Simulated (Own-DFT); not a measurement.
# Stretching a layer in its plane: wurtzite GaN, 72 atoms (Ga36N36)

Source: density functional calculations with Own-DFT, an unreviewed in-house program that is no longer used. Nothing was measured or relaxed, and spin and spin-orbit coupling are left out.

Settings: PBE; PseudoDojo norm-conserving scalar-relativistic files; cutoff 42 hartree; 4 x 4 x 3 k mesh centred on Gamma; Fermi-Dirac smearing of 0.1 eV.

Keep in mind: forces not confirmed at this smearing and k mesh; stress not checked against mesh or cutoff.

Unstrained cell vectors in Å: (9.567, 0.000, 0.000); (-4.783, 8.285, 0.000); (0.000, 0.000, 10.370). The unstrained cell has measured lattice constants (interpolated for alloys), not those of this functional. That, the random moves and any unrelaxed bonds set the pressure at no strain. Each run strains x and y alike by e, as a substrate would, and holds the height along z. Each coordinate of each atom was shifted by a normal deviate of width 0.05 Å. Stress is positive in tension.

| e (%) | u (Å) | (s_xx + s_yy)/2 (GPa) | s_zz (GPa) |
|---|---|---|---|
| -2.50 | 0.048 | -23.32 | -11.15 |
| -2.25 | 0.048 | -19.22 | -12.86 |
| -1.75 | 0.055 | -19.62 | -8.98 |
| -0.75 | 0.053 | -11.34 | -10.74 |
| -0.50 | 0.051 | -11.28 | -7.52 |
| -0.25 | 0.050 | ? | ? |
| 0.25 | 0.048 | -6.48 | -6.53 |
| 1.50 | 0.048 | 0.42 | -6.59 |
| 2.75 | 0.048 | 5.45 | -4.90 |
| 3.00 | 0.048 | 6.77 | -5.18 |

## Analysis

With e as a fraction, the in-plane stress is -7.9 + 546 e - 1905 e² GPa (errors 21 and 1296, scatter 1.14), and s_zz is -8.2 + 123 e GPa (slope ± 23, scatter 1.32). At e = 0 the first slope is C11 + C12 and the second 2 C13, both with the ions held to the strained lattice and at the cell's own pressure. A free layer would change its height as e changes, and the in-plane slope would drop by 2 C13²/C33 to the biaxial modulus. At fixed height, a misfit of 1 % moves the in-plane stress by about 5.5 GPa and s_zz by 1.2 GPa.

## Check

Q: what are the two stresses at e = -0.25 %?

The fit gives -9.2 and -8.5 GPa. Computed: -7.60 and -10.00 GPa.
